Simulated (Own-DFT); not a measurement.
# Reading a pressure off an energy slope: alpha-quartz SiO2, 70 atoms (O46Si24), with two O vacancies

All values are computed. Each geometry was run twice at fixed positions with Own-DFT, a retired in-house plane-wave program that no person has reviewed: with PBE, and with HSE06 (exact exchange share 0.25 at short range, screening 0.11 per bohr, Gygi-Baldereschi treatment of its divergence). Both used PseudoDojo norm-conserving files made for PBE, a cutoff of 48 hartree, the Gamma point alone, fixed occupations, a neutral cell and no spin. With Gamma alone and a thickness of 8.5 Å, finite-size errors remain in every number. The oxygen file's force components were 24 meV/Å off all-electron values in a glass.

Unstrained cell vectors in Å: (9.827, 0.000, 0.000); (-4.913, 8.510, 0.000); (0.000, 0.000, 10.810), volume V0 = 904.1 Å³, from measured lattice constants. Each geometry has its own random strain of a few per cent, its own defect sites and random moves of rms u per axis. HSE06 gave the energy alone. D is its energy less that of PBE, over the lowest D shown. The PBE stress wasn't checked against mesh or cutoff.

| run | V - V0 (Å³) | u (Å) | P with PBE (GPa) | D (eV) |
|---|---|---|---|---|
| 1 | 19.9 | 0.0287 | 3.56 | 1.247 |
| 2 | -35.0 | 0.0300 | 14.53 | 0.000 |
| 3 | -26.7 | 0.0302 | 13.08 | 0.120 |
| 4 | -6.8 | 0.0300 | 9.18 | 0.537 |
| 5 | 22.6 | 0.0270 | 2.56 | 1.322 |
| 6 | 23.7 | 0.0289 | 2.69 | 1.333 |
| 7 | 0.8 | 0.0303 | 6.53 | 0.923 |
| 8 | -19.0 | 0.0308 | 11.30 | 0.294 |
| 9 | -27.5 | 0.0301 | 14.53 | 0.029 |
| 10 | 18.4 | 0.0319 | 3.67 | 1.340 |
| 11 | -15.5 | 0.0318 | 11.42 | 0.365 |
| 12 | -20.2 | 0.0318 | 12.62 | 0.180 |
| 13 | -18.9 | 0.0311 | 11.97 | 0.257 |
| 14 | 18.0 | 0.0292 | 4.01 | ? |

## Analysis

D = 0.78 + 0.0253 (V - V0) eV, with an error of 0.0010 on the volume slope and a scatter of 0.07 eV. Pressure is -dE/dV, and 1 eV/Å³ is 160.2 GPa, so HSE06 changes the pressure by -4.0 ± 0.2 GPa. Turning this into a change of volume would need the relaxed stiffness: quartz yields by tilting its tetrahedra, which these fixed-ion runs don't allow.

## Withheld run

Q: what D should run 14 give?

The fit gives 1.23 eV, with rows scattering by 0.07. Computed: 1.276 eV.
